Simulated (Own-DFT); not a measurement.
# What a defect does to the pressure of its cell: wurtzite GaN

Calculated, not measured: single-point runs of Own-DFT, a retired in-house plane-wave DFT program that no person has reviewed, on unrelaxed cells, without spin or spin-orbit coupling.

Settings: PBE; PseudoDojo norm-conserving scalar-relativistic files; cutoff 42 hartree; 4 x 4 x 3 k mesh centred on Gamma; Fermi-Dirac smearing of 0.1 eV.

Limits (not all hold for every row): some atoms lie very close together; not probed for a lower state with spin; forces not confirmed at this smearing and k mesh; stress not checked against mesh or cutoff.

All runs share one cell, with vectors in Å (9.567, 0.000, 0.000); (-4.784, 8.285, 0.000); (0.000, 0.000, 10.370) and a volume of 822.0 Å³. u is the rms random offset of the atoms per axis. The defect's site can differ from row to row.

```
               cell  formula   u (Å)  P (GPa)
          no defect  Ga36N36  0.0184     5.89
          no defect  Ga36N36  0.0468     7.36
          no defect  Ga36N36  0.0508     7.89
 one N on a Ga site  Ga35N37  0.0302     5.43
 one N on a Ga site  Ga35N37  0.0481     6.25
 one N on a Ga site  Ga35N37  0.0491     6.78
one Ga on an N site  Ga37N35  0.0294        ?
one Ga on an N site  Ga37N35  0.0300    11.96
one Ga on an N site  Ga37N35  0.0483    13.87
one Ga on an N site  Ga37N35  0.0516    13.41
```

## Working it out

P = P0 + c u² + a shift for each defect gives P0 = 5.56 GPa, c = 871 ± 125 GPa/Å² and a scatter of 0.31 GPa. The shifts, and each times the cell's volume:

- one Ga on an N site: 5.80 ± 0.25 GPa, 29.8 eV
- one N on a Ga site: -1.05 ± 0.25 GPa, -5.4 eV

A positive shift means that the defect pushes the cell outwards. Shift times volume (160.2 GPa Å³ is 1 eV) depends little on the cell's size, so, taken for each site, it can be compared between cells at like pressure. The atoms around the defects weren't relaxed, which would change these numbers.

## Check

Q: what pressure belongs in the blank (one Ga on an N site, u = 0.0294 Å)?

From the fit: 12.12 ± 0.38 GPa. DFT gave 12.17 GPa.
